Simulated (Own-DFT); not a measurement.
# Which arrangement is lower? As32Ga32, 64 atoms

All numbers below are calculated, not measured. They come from Own-DFT, an in-house plane-wave density functional program, since retired, whose code no person has reviewed. Each row is one single-point run on a periodic cell that was not relaxed, without spin or spin-orbit coupling.

Settings of every run: PBE; PseudoDojo norm-conserving scalar-relativistic files; cutoff 42 hartree; 3 x 3 x 3 k mesh centred on Gamma; Fermi-Dirac smearing of 0.1 eV.

Known limits, some of them of some rows only: not probed for a lower state with spin; forces on such cells failed a check on a denser k mesh; forces not confirmed at this smearing and k mesh; stress not checked against mesh or cutoff.

All cells hold the same atoms in the same cell, with vectors in Å (11.307, 0.000, 0.000); (0.000, 11.307, 0.000); (0.000, 0.000, 11.307). Every atom was moved at random from its ideal site; u is the rms move along one axis. The defect's site can differ from row to row. E is the free energy of the cell above the lowest run. The arrangements:

- A: zincblende GaAs
- B: zincblende GaAs, with one As on a Ga site and one Ga on an As site, 2.4 Å apart

| arrangement | u (Å) | E (eV) | P (GPa) |
|---|---|---|---|
| A | 0.0193 | 0.033 | 3.51 |
| A | 0.0194 | 0.000 | 3.50 |
| A | 0.0198 | 0.010 | 3.51 |
| A | 0.0478 | 2.167 | 3.98 |
| A | 0.0489 | 2.146 | 3.98 |
| A | 0.0510 | 2.187 | 3.98 |
| B | 0.0278 | 2.824 | 3.86 |
| B | 0.0303 | 3.304 | 3.98 |
| B | 0.0311 | 3.194 | 3.97 |
| B | 0.0476 | 4.246 | 4.18 |
| B | 0.0496 | 4.784 | 4.24 |
| B | 0.0511 | 5.016 | 4.31 |

Question: once the cost of the random moves is taken out, how do the arrangements rank?

## Worked answer

Fit E = a + b u², with one b for all and one a for each arrangement, and with residuals divided by u², since the noise grows with the moves. Then b = 1054 eV/Å², the scatter at u = 0.04 Å is 0.18 eV, and against A:

- B: 2.53 ± 0.07 eV (higher)

These are energies of unrelaxed cells. Relaxing the atoms lowers the strained arrangements most, so the gaps would shrink and small ones could change sign.
